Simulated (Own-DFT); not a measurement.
# Shaking the atoms of 4H SiC, 72 atoms (C36Si36)

Calculated results; nothing here was measured. The program, named Own-DFT, is a retired in-house plane-wave density functional code that no person has reviewed. Each row is one single-point run on a periodic cell that was not relaxed, without spin or spin-orbit coupling.

Settings of every run: PBE; PseudoDojo norm-conserving scalar-relativistic files; cutoff 42 hartree; 4 x 4 x 3 k mesh centred on Gamma; Fermi-Dirac smearing of 0.1 eV.

Known limits, some of them of some rows only: some atoms lie very close together; forces on such cells passed a denser k mesh, each cell not checked; stress not checked against mesh or cutoff.

Cell vectors in Å: (9.248, 0.000, 0.000); (-4.624, 8.009, 0.000); (0.000, 0.000, 10.068). In each run every atom was moved at random and independently from its ideal site; u is the rms move along one axis. E is the free energy for each atom above the fitted value at u = 0, and F the rms of the force components.

```
run,u (Å),E (meV/atom),F (eV/Å),largest force (eV/Å),P (GPa)
1,0.0277,29.1,0.748,2.60,3.54
2,0.0301,37.7,0.869,2.87,3.84
3,0.0586,?,?,?,?
4,0.0621,146.9,1.820,6.48,6.48
5,0.0934,325.9,2.886,13.75,10.66
6,0.1021,437.1,3.915,25.18,13.28
7,0.1053,442.3,3.674,17.47,14.58
```

## Worked fit

For small independent moves the energy grows as E = (3/2) K u², with K the mean stiffness felt by one atom. The runs with u up to 0.11 Å give K = 26.3 ± 0.8 eV/Å², with residuals divided by u² + 0.0006 Å², since the noise grows with the moves. The scatter is 5.7 meV/atom at u = 0.05 Å. The forces follow F = G u with G = 31.8 eV/Å²; no force at u = 0 is resolved. G exceeds K because the moves of its neighbours add to the force on an atom, and stiffness differs between atoms. The pressure follows P = 2.70 + 1012 u² GPa: at fixed volume, shortened bonds push harder than stretched ones pull.

## Withheld run

Question: what energy and rms force should run 3 give?

The fit gives 135 ± 8 meV/atom and about 1.86 eV/Å. The calculation gave 131.6 meV/atom and 1.752 eV/Å.
